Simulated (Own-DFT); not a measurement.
# Strain and stress in 3C SiC, 64 atoms (C32Si32)

All numbers below are calculated, not measured. They come from Own-DFT, an in-house plane-wave density functional program, since retired, whose code no person has reviewed. Each row is one single-point run on a periodic cell that was not relaxed, without spin or spin-orbit coupling.

Settings of every run: PBE; PseudoDojo norm-conserving scalar-relativistic files; cutoff 42 hartree; 4 x 4 x 4 k mesh centred on Gamma; Fermi-Dirac smearing of 0.1 eV.

Known limits: forces on such cells passed a denser k mesh, each cell not checked; stress not checked against mesh or cutoff.

Unstrained cell vectors in Å: (8.719, 0.000, 0.000); (0.000, 8.719, 0.000); (0.000, 0.000, 8.719). The unstrained cell has measured lattice constants (interpolated for alloys), not those of this functional. That, the random moves and any unrelaxed bonds set the pressure at no strain. Each run strains this cell uniformly, with the atoms carried along. Every atom was also moved at random, by a Gaussian of width 0.05 Å on each axis. Strain is the symmetric tensor, in per cent. Stress is positive in tension, and the pressure is minus a third of its trace.

| run | e_xx (%) | e_yy (%) | e_zz (%) | e_yz (%) | e_xz (%) | e_xy (%) | s_xx (GPa) | s_yy (GPa) | s_zz (GPa) | s_yz (GPa) | s_xz (GPa) | s_xy (GPa) | P (GPa) | E (meV/atom) |
|---|---|---|---|---|---|---|---|---|---|---|---|---|---|---|
| 1 | 1.28 | -0.37 | -0.51 | -1.81 | -1.60 | -1.55 | -2.49 | -6.65 | -6.80 | -10.43 | -7.72 | -9.12 | 5.32 | 24.5 |
| 2 | 1.90 | -0.11 | -1.86 | 0.54 | 1.12 | 1.60 | -0.94 | -6.35 | -9.63 | 3.43 | 5.51 | 8.31 | 5.64 | 14.9 |
| 3 | -0.68 | 0.92 | 0.74 | 0.73 | -0.15 | 1.34 | -5.30 | -1.46 | -2.21 | 3.17 | 0.69 | 7.37 | 2.99 | 0.0 |
| 4 | 0.98 | -1.41 | -1.28 | -0.10 | 1.61 | 0.61 | -5.58 | -11.64 | -11.21 | -1.16 | 9.57 | 2.34 | 9.48 | 22.7 |
| 5 | 0.24 | 1.51 | 1.39 | -0.94 | -1.74 | -0.82 | -1.10 | 2.63 | 1.84 | -3.88 | -9.33 | -3.69 | -1.13 | 13.8 |
| 6 | -0.92 | -0.41 | -1.41 | 1.10 | -0.38 | 0.00 | -11.85 | -11.02 | -13.01 | 8.23 | -3.24 | -0.50 | 11.96 | 13.0 |
| 7 | 0.40 | -1.34 | 0.03 | -1.19 | -0.81 | 0.96 | -5.77 | -10.23 | -6.66 | -7.29 | -1.96 | 2.40 | 7.55 | 22.0 |
| 8 | 1.12 | -1.79 | 0.66 | 1.52 | 0.79 | -0.43 | -3.65 | -10.59 | -5.00 | 8.85 | 4.06 | -2.30 | 6.41 | 31.6 |
| 9 | 0.57 | -0.40 | -0.47 | 1.26 | -0.30 | -1.19 | -4.56 | -6.59 | -7.41 | 6.97 | -2.12 | -6.71 | 6.19 | 6.6 |
| 10 | -1.39 | 0.28 | -0.02 | -1.64 | -1.65 | 1.92 | -10.84 | -6.64 | -7.24 | -9.47 | -7.63 | 9.46 | 8.24 | 23.3 |
| 11 | 0.85 | -0.85 | 0.73 | -1.74 | -1.31 | 1.50 | -2.73 | -6.52 | -2.51 | -9.11 | -6.33 | 6.37 | 3.92 | 17.7 |
| 12 | 0.49 | 0.50 | 0.08 | 1.29 | -1.92 | -1.55 | -3.70 | -3.33 | -4.33 | 6.06 | -11.01 | -7.42 | 3.79 | 21.6 |
| 13 | 1.77 | 0.62 | -1.98 | 0.61 | -0.82 | 1.68 | -0.28 | -3.25 | -9.70 | 4.89 | -5.31 | 8.14 | 4.41 | 3.8 |
| 14 | -0.28 | -1.94 | -1.03 | -1.97 | -1.40 | -0.57 | -12.38 | -16.55 | -14.85 | -10.74 | -11.53 | -3.26 | 14.59 | 64.7 |
| 15 | -1.04 | -0.05 | 1.36 | 1.65 | 1.91 | 0.95 | -7.39 | -4.99 | -1.77 | 7.76 | 9.94 | 3.96 | 4.72 | 17.9 |
| 16 | -1.01 | -1.07 | -1.22 | -0.26 | -1.11 | -0.66 | -13.89 | -14.66 | -14.16 | -3.35 | -9.34 | -6.17 | 14.24 | 46.7 |
| 17 | 0.80 | -1.16 | -0.37 | -0.61 | -0.59 | -0.55 | -4.56 | -9.22 | -7.22 | -3.95 | -2.30 | -2.67 | 7.00 | 11.8 |
| 18 | -1.88 | -1.42 | 1.49 | -1.98 | 0.79 | -0.42 | ? | ? | ? | ? | ? | ? | ? | ? |

E is the free energy for each atom above the lowest run shown.

## Worked fit

Each stress component was fitted by least squares to a constant and the strains of the runs shown, as fractions, with shears doubled. Shear strains stay in the fit of a normal stress only where such slopes are resolved. The slopes, in GPa:

```
stress  at no strain  per e_xx  per e_yy  per e_zz  scatter
  s_xx          -5.8  397 ± 15  164 ± 15  142 ± 15     0.58
  s_yy          -5.7  163 ± 14  414 ± 14  166 ± 14     0.55
  s_zz          -5.8  158 ± 16  171 ± 17  386 ± 16     0.63
```

Each shear stress against twice its own strain: yz 283 ± 18, xz 279 ± 27, xy 251 ± 13 GPa. These are stiffnesses along x, y and z of the frame in which the cell vectors are given, which need not be the crystal's axes. The atoms are held to the strained lattice; where symmetry lets them move under strain, relaxing them would lower some slopes. The table should be nearly symmetric about its diagonal, and what it lacks of that shows the noise. A ninth of its sum, 240 ± 8 GPa, estimates the bulk modulus near the mean pressure of these runs, 6.8 GPa, so it lies above the value at zero pressure.

## Withheld run

Question: what normal stresses and pressure should run 18 give?

The fit gives s_xx = -13.4, s_yy = -12.2, s_zz = -5.4 and P = 10.3 GPa. The calculation gave -13.26, -12.60, -5.30 and P = 10.39 GPa.
